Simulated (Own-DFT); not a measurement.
# Response to strain: 2H SiC, 72 atoms (C36Si36)

Calculated results; nothing here was measured. They come from Own-DFT, an in-house plane-wave density functional program, since retired, whose code no person has reviewed. Each row is one single-point run on a periodic cell that was not relaxed, without spin or spin-orbit coupling.

Settings of every run: PBE; PseudoDojo norm-conserving scalar-relativistic files; cutoff 42 hartree; 4 x 4 x 3 k mesh centred on Gamma; Fermi-Dirac smearing of 0.1 eV.

Known limits: forces on such cells passed a denser k mesh, each cell not checked; stress not checked against mesh or cutoff.

Unstrained cell vectors in Å: (9.248, 0.000, 0.000); (-4.624, 8.009, 0.000); (0.000, 0.000, 10.068). The unstrained cell has measured lattice constants (interpolated for alloys), not those of this functional. That, the random moves and any unrelaxed bonds set the pressure at no strain. Each run strains this cell uniformly, with the atoms carried along. Every atom was also moved at random, by a Gaussian of width 0.05 Å on each axis. Strain is the symmetric tensor, in per cent. Stress is positive in tension, and the pressure is minus a third of its trace.

```
run  e_xx (%)  e_yy (%)  e_zz (%)  e_yz (%)  e_xz (%)  e_xy (%)  s_xx (GPa)  s_yy (GPa)  s_zz (GPa)  s_yz (GPa)  s_xz (GPa)  s_xy (GPa)  P (GPa)  E (meV/atom)
  1      0.08      1.09     -0.99      0.46      0.80     -1.96       -5.50        0.85      -13.06        1.66        3.15      -10.62     5.90          35.4
  2      1.27     -1.72      1.37     -1.20      1.54      1.74       -0.35      -12.27        0.41       -4.31        5.98        8.46     4.07          33.5
  3     -1.80     -0.85      1.32      1.65     -0.98      0.61      -16.80       -9.44       -1.15        5.04       -3.37        4.06     9.13          34.9
  4     -1.92      0.38     -0.25      0.13      1.09      0.74      -14.80       -4.92       -8.63        1.13        3.58        1.72     9.45           9.1
  5     -1.08     -1.60     -0.70      1.97      1.36      1.60      -13.30      -15.57      -13.08        6.11        5.17       10.37    13.98          35.4
  6     -1.56     -0.68      1.54     -1.35      1.28      0.37      -12.98       -8.89        0.86       -4.64        4.47        0.47     7.00           6.1
  7      1.47      0.19     -0.32     -0.78      1.35      1.60        1.95       -1.68       -7.82       -2.08        3.70        7.29     2.52           8.5
  8     -0.15      1.42     -1.50      0.82      1.22      1.56       -4.89        2.25      -16.18        2.24        3.73        7.10     6.27          30.9
  9     -1.56     -1.22     -1.67      1.62     -1.21      1.41      -17.97      -15.49      -19.52        6.79       -4.70        9.00    17.66          68.5
 10     -0.66      1.74     -0.16     -1.74     -0.43      0.50       -6.11        4.64       -9.45       -5.28       -1.11        1.79     3.64          11.7
 11      1.86      0.93      1.39      1.73      1.33     -0.43        5.55        3.26        1.52        5.68        4.42       -2.32    -3.44           0.0
 12     -0.08      0.55     -0.91      1.35     -0.93      1.24       -4.63       -1.36      -14.03        3.81       -2.78        5.14     6.67          14.9
 13      1.78     -1.30      1.84      1.85     -0.23      1.37        5.17       -9.89        3.05        5.76       -0.27        5.50     0.56           4.9
 14      1.13      0.57      0.02     -1.46      0.68      1.97        3.28       -3.24       -6.13       -4.82        2.47        8.30     2.03          17.8
 15      1.33     -1.62     -1.99      0.47      1.49     -0.66        0.65      -13.40      -19.25        1.67        4.91       -3.00    10.67          15.7
 16     -0.27     -1.95     -1.26      1.58      0.03     -1.36       -8.58      -15.94      -18.14        5.02        0.10       -6.65    14.22          36.8
 17     -0.76      0.01     -1.28     -1.71      1.49      1.31           ?           ?           ?           ?           ?           ?        ?             ?
```

E is the free energy for each atom above the lowest run shown.

## Worked fit

Each stress component was fitted by least squares to a constant and the strains of the runs shown, as fractions, with shears doubled. Shear strains stay in the fit of a normal stress only where such slopes are resolved. The slopes, in GPa:

```
stress,at no strain,per e_xx,per e_yy,per e_zz,scatter
s_xx,-5.2,562 ± 25,111 ± 27,41 ± 27,1.29
s_yy,-4.8,89 ± 21,560 ± 22,63 ± 22,1.07
s_zz,-7.8,49 ± 18,51 ± 19,606 ± 19,0.93
```

Each shear stress against twice its own strain: yz 159 ± 7, xz 168 ± 8, xy 257 ± 13 GPa. These are stiffnesses along x, y and z of the frame in which the cell vectors are given, which need not be the crystal's axes. The atoms are held to the strained lattice; where symmetry lets them move under strain, relaxing them would lower some slopes. The table should be nearly symmetric about its diagonal, and what it lacks of that shows the noise. A ninth of its sum, 237 ± 6 GPa, estimates the bulk modulus near the mean pressure of these runs, 6.9 GPa, so it lies above the value at zero pressure.

## Withheld run

Question: what normal stresses and pressure should run 17 give?

The fit gives s_xx = -9.9, s_yy = -6.2, s_zz = -15.9 and P = 10.7 GPa. The calculation gave -8.71, -5.43, -17.13 and P = 10.42 GPa.
